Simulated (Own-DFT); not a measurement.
# Computed records: AlN (wurtzite, atoms displaced)

Computed with Own-DFT development build. A calculation, not a measurement: plane-wave PBE density functional theory by an unreviewed code, no spin, of a simulated periodic cell, stress positive in tension, free energy of the whole cell less one offset for each atom, forces on such cells passed a denser k mesh, this cell's mesh not checked; offsets are fitted by least squares, one for each functional and potential file, so energies compare only between cells with the same atoms and settings and are not formation energies; the far tail of each file's local potential was reset to the Coulomb form; each entry is a single point on an unrelaxed cell, so the pressure reflects the starting lattice, mostly measured values (interpolated for alloys), from which strain is counted, and rises with the displacements; printed positions are rounded, which can move forces by about a meV/angstrom; the program, named Own-DFT, is a retired in-house code; no spin-orbit coupling.

```json
{"formula": "AlN", "kind": "wurtzite, atoms displaced", "structure": {"cell_angstrom": [[12.448, 0.0, 0.0], [-6.224, 10.7803, 0.0], [0.0, 0.0, 9.964]], "atoms_fractional": [["Al", 0.08371, 0.16554, 2e-05], ["Al", 0.16555, 0.08412, 0.25018], ["N", 0.0847, 0.16939, 0.19134], ["N", 0.16512, 0.08413, 0.43897], ["Al", 0.08302, 0.16566, 0.49653], ["Al", 0.16395, 0.08135, 0.75262], ["N", 0.08327, 0.16939, 0.69208], ["N", 0.16195, 0.08053, 0.94189], ["Al", 0.08135, 0.4182, 0.99879], ["Al", 0.16532, 0.33514, 0.25053], ["N", 0.0812, 0.41593, 0.19439], ["N", 0.16526, 0.33154, 0.44277], ["Al", 0.08505, 0.41807, 0.50239], ["Al", 0.16861, 0.3332, 0.75427], ["N", 0.08525, 0.41639, 0.69626], ["N", 0.16876, 0.33454, 0.94281], ["Al", 0.08286, 0.66508, 0.99968], ["Al", 0.16559, 0.5813, 0.24906], ["N", 0.08517, 0.66826, 0.1874], ["N", 0.16867, 0.58529, 0.43798], ["Al", 0.08005, 0.66624, 0.49914], ["Al", 0.16819, 0.58756, 0.75016], ["N", 0.08226, 0.66444, 0.68921], ["N", 0.16501, 0.58229, 0.93856], ["Al", 0.08583, 0.91619, 0.00119], ["Al", 0.16556, 0.83431, 0.24789], ["N", 0.08298, 0.91659, 0.19217], ["N", 0.16543, 0.83333, 0.43842], ["Al", 0.08401, 0.91843, 0.49918], ["Al", 0.16538, 0.83075, 0.74645], ["N", 0.08346, 0.91751, 0.68863], ["N", 0.16562, 0.83425, 0.93961], ["Al", 0.33206, 0.16512, 0.00118], ["Al", 0.41812, 0.08467, 0.24755], ["N", 0.3331, 0.16458, 0.19584], ["N", 0.41251, 0.08116, 0.44305], ["Al", 0.33043, 0.16447, 0.50217], ["Al", 0.41835, 0.08554, 0.75254], ["N", 0.33202, 0.1636, 0.68982], ["N", 0.4171, 0.08536, 0.94188], ["Al", 0.33331, 0.41477, 0.0006], ["Al", 0.41628, 0.33243, 0.24988], ["N", 0.3346, 0.41646, 0.19081], ["N", 0.41981, 0.33654, 0.438], ["Al", 0.33085, 0.41272, 0.49956], ["Al", 0.41649, 0.33409, 0.74921], ["N", 0.33564, 0.41819, 0.69152], ["N", 0.41511, 0.33422, 0.93912], ["Al", 0.33044, 0.66557, 0.00393], ["Al", 0.41764, 0.58502, 0.25176], ["N", 0.33219, 0.66715, 0.19045], ["N", 0.41645, 0.58471, 0.44499], ["Al", 0.33494, 0.66831, 0.49752], ["Al", 0.41515, 0.58457, 0.75052], ["N", 0.32945, 0.66463, 0.69077], ["N", 0.41605, 0.58086, 0.94142], ["Al", 0.33026, 0.91745, 0.00242], ["Al", 0.42258, 0.83679, 0.24699], ["N", 0.33445, 0.91803, 0.1899], ["N", 0.4179, 0.83314, 0.43771], ["Al", 0.33412, 0.91639, 0.49513], ["Al", 0.41535, 0.83154, 0.75482], ["N", 0.33586, 0.91844, 0.69333], ["N", 0.41705, 0.83248, 0.94007], ["Al", 0.58103, 0.16836, 0.99878], ["Al", 0.66692, 0.08497, 0.24972], ["N", 0.58485, 0.16779, 0.19111], ["N", 0.66724, 0.0847, 0.44127], ["Al", 0.58588, 0.16744, 0.49844], ["Al", 0.66509, 0.0834, 0.75328], ["N", 0.58594, 0.16583, 0.68965], ["N", 0.66638, 0.08438, 0.94221], ["Al", 0.58041, 0.41537, 0.00449], ["Al", 0.66582, 0.33337, 0.25098], ["N", 0.57952, 0.41515, 0.19411], ["N", 0.66663, 0.33603, 0.44043], ["Al", 0.58574, 0.41738, 0.49879], ["Al", 0.66649, 0.33516, 0.74922], ["N", 0.58243, 0.41645, 0.6961], ["N", 0.66616, 0.33101, 0.94119], ["Al", 0.5801, 0.66541, 0.00031], ["Al", 0.66415, 0.58507, 0.25282], ["N", 0.58217, 0.66468, 0.19236], ["N", 0.66642, 0.58279, 0.43861], ["Al", 0.58138, 0.66815, 0.50122], ["Al", 0.66577, 0.58329, 0.74947], ["N", 0.58384, 0.66778, 0.69116], ["N", 0.66462, 0.57981, 0.94137], ["Al", 0.58365, 0.91735, 0.00162], ["Al", 0.6681, 0.83235, 0.25008], ["N", 0.58489, 0.91821, 0.19227], ["N", 0.66606, 0.83369, 0.43851], ["Al", 0.58723, 0.91898, 0.50083], ["Al", 0.66752, 0.83125, 0.74663], ["N", 0.58448, 0.91691, 0.69059], ["N", 0.6669, 0.83294, 0.93905], ["Al", 0.83379, 0.16838, 0.99941], ["Al", 0.91474, 0.08043, 0.24865], ["N", 0.83058, 0.16676, 0.18964], ["N", 0.91652, 0.08055, 0.4409], ["Al", 0.83457, 0.16458, 0.49723], ["Al", 0.91624, 0.0817, 0.75077], ["N", 0.83185, 0.1647, 0.69409], ["N", 0.91644, 0.08147, 0.94303], ["Al", 0.83211, 0.41695, 0.99763], ["Al", 0.91506, 0.33028, 0.25046], ["N", 0.83591, 0.41582, 0.18823], ["N", 0.91727, 0.33474, 0.44144], ["Al", 0.83553, 0.4168, 0.50111], ["Al", 0.91833, 0.33615, 0.75228], ["N", 0.83054, 0.41255, 0.69329], ["N", 0.91523, 0.33356, 0.94171], ["Al", 0.83354, 0.66643, 0.99764], ["Al", 0.91621, 0.58405, 0.24739], ["N", 0.83304, 0.66077, 0.1904], ["N", 0.91594, 0.5825, 0.44452], ["Al", 0.83302, 0.6685, 0.49849], ["Al", 0.91841, 0.58375, 0.75036], ["N", 0.83506, 0.66828, 0.69308], ["N", 0.91763, 0.58407, 0.94173], ["Al", 0.83509, 0.9193, 0.00059], ["Al", 0.91392, 0.83304, 0.24702], ["N", 0.83263, 0.91276, 0.19296], ["N", 0.91941, 0.83375, 0.44158], ["Al", 0.83331, 0.91941, 0.49856], ["Al", 0.91579, 0.83325, 0.747], ["N", 0.83156, 0.91452, 0.69252], ["N", 0.91322, 0.83143, 0.93997]]}, "settings": {"functional": "PBE", "potential_files": "PseudoDojo norm-conserving, scalar-relativistic, standard set", "wave_cutoff [hartree]": 42.0, "occupations": "Fermi-Dirac", "smearing_width [eV]": 0.1, "hardware": "one NVIDIA H100", "k_mesh": "2 x 2 x 2 centred on Gamma"}, "results": {"free_energy_of_cell_above_offsets [eV]": "-62.346", "pressure [GPa]": 3.74, "stress_xx [GPa]": -4.14, "stress_yy [GPa]": -3.69, "stress_zz [GPa]": -3.38, "stress_yz [GPa]": 0.22, "stress_xz [GPa]": -0.13, "stress_xy [GPa]": 0.3, "force_element": ["Al", "Al", "N", "N", "Al", "Al", "N", "N", "Al", "Al", "N", "N", "Al", "Al", "N", "N", "Al", "Al", "N", "N", "Al", "Al", "N", "N", "Al", "Al", "N", "N", "Al", "Al", "N", "N", "Al", "Al", "N", "N", "Al", "Al", "N", "N", "Al", "Al", "N", "N", "Al", "Al", "N", "N", "Al", "Al", "N", "N", "Al", "Al", "N", "N", "Al", "Al", "N", "N", "Al", "Al", "N", "N", "Al", "Al", "N", "N", "Al", "Al", "N", "N", "Al", "Al", "N", "N", "Al", "Al", "N", "N", "Al", "Al", "N", "N", "Al", "Al", "N", "N", "Al", "Al", "N", "N", "Al", "Al", "N", "N", "Al", "Al", "N", "N", "Al", "Al", "N", "N", "Al", "Al", "N", "N", "Al", "Al", "N", "N", "Al", "Al", "N", "N", "Al", "Al", "N", "N", "Al", "Al", "N", "N", "Al", "Al", "N", "N"], "force_x [eV/angstrom]": [-0.473, 0.22, -0.366, 0.243, -0.132, 0.152, 0.36, 0.916, 0.545, 0.616, 0.151, -0.126, -0.103, -0.117, -0.33, -0.589, -0.126, -0.281, -0.175, -0.387, 0.842, 0.089, -0.138, 0.09, -1.236, 0.532, -0.359, 0.141, 0.234, 0.154, 0.004, 0.397, -0.4, 0.048, -0.45, 0.84, 0.311, 0.217, -0.42, -0.303, -0.236, -0.341, -0.52, -0.29, 0.302, -0.01, -0.368, 0.445, 0.546, -0.317, 0.418, 0.119, -0.494, 0.266, 0.634, -0.671, 0.814, -1.121, 0.013, 0.26, -0.053, 0.224, -0.309, -0.477, 0.92, -0.08, -0.363, 0.433, -0.905, 0.593, -0.884, -0.181, 0.394, 0.353, 0.673, 0.815, -0.713, 0.103, 0.137, -0.63, 0.728, 0.979, -0.28, -0.308, 0.599, 0.222, -0.165, -0.152, 0.219, -0.646, 0.679, 0.395, -0.893, -0.687, -0.154, -0.115, -0.102, 0.036, 0.913, -0.236, -0.452, -0.288, 0.287, -0.167, 0.046, -0.201, -0.733, 0.428, -0.565, 0.201, 0.249, 0.29, -0.417, 0.938, -1.325, -0.274, 0.237, -0.553, -0.21, 0.007, -0.211, 1.322, -0.583, -0.958, 0.54, 0.276, 0.296, 0.7], "force_y [eV/angstrom]": [0.534, -0.102, -0.568, -0.087, 0.2, 0.376, -0.737, 0.314, -0.506, -0.023, 0.008, 0.268, 0.074, 0.309, 0.443, -0.362, 0.443, 0.597, -0.261, -0.308, 0.198, -1.132, 0.379, 0.395, -0.415, -0.23, 0.197, -0.033, -0.157, 0.805, -0.277, -0.488, 0.477, -0.283, 0.298, 0.693, 0.57, -0.399, 0.591, -0.393, 0.426, -0.089, 0.161, -0.828, 0.761, -0.408, -0.259, -0.838, -0.024, -0.524, 0.025, -0.562, 0.023, -0.187, 0.717, 0.392, -0.181, -0.663, -0.12, 0.422, -0.29, 0.372, -0.494, 0.084, -0.289, -0.187, -0.058, -0.104, -0.066, -0.217, 0.495, -0.129, 0.001, 0.461, 0.365, -0.512, 0.068, -0.756, 0.149, 0.689, 0.148, -0.757, 0.704, 0.58, -0.334, 0.064, -0.472, 0.493, -0.066, -0.085, 0.025, 0.073, -0.288, 0.549, -0.309, 0.061, -0.346, 0.57, -0.458, 0.632, 0.634, 0.283, 0.364, 0.731, -0.093, 0.631, 0.055, -0.548, -0.132, -0.972, 1.089, 0.114, -0.267, -0.672, 1.194, 0.056, -0.308, -0.389, -0.605, -0.187, -1.126, -0.88, 0.813, 0.176, -1.203, 0.09, 0.556, 0.579], "force_z [eV/angstrom]": [0.176, -0.049, 0.014, 0.223, 0.887, -0.528, -0.25, 0.098, 0.304, -0.012, -0.831, -0.389, 0.13, -0.408, -0.554, 0.235, -0.102, 0.185, 0.506, 0.547, -0.312, -0.13, 0.041, 0.48, -0.124, 0.302, -0.347, 0.298, -0.122, 0.178, 0.265, -0.132, 0.066, 0.869, -1.022, -0.661, -0.579, -0.72, 0.629, 0.114, 0.156, 0.231, 0.319, 0.823, 0.204, 0.043, -0.197, 0.442, -0.816, 0.06, 0.337, -0.643, 0.396, -0.032, -0.185, 0.049, -0.712, 0.412, 0.193, 0.136, 0.854, -1.094, -0.431, 1.052, 0.369, 0.074, -0.044, -0.452, 0.33, -0.345, 0.168, 0.259, -0.585, -0.339, -0.319, 0.154, 0.519, 0.347, -1.2, -0.033, -0.225, -0.671, -0.248, 0.878, -0.094, 0.421, -0.195, 0.118, -0.501, -0.177, -0.326, 0.351, 0.029, 0.796, 0.163, 0.503, -0.178, -0.115, 0.274, -0.541, 1.004, 0.027, -0.484, -0.045, 0.384, 0.057, 0.425, 0.057, 0.097, -0.315, -0.305, -0.025, 0.2, 0.547, -0.101, -0.746, 0.377, -0.05, -0.526, -0.418, -0.262, 0.603, -0.525, -0.426, 0.463, 0.544, -0.786, 0.185], "wall_time [s]": 370.7}}
```
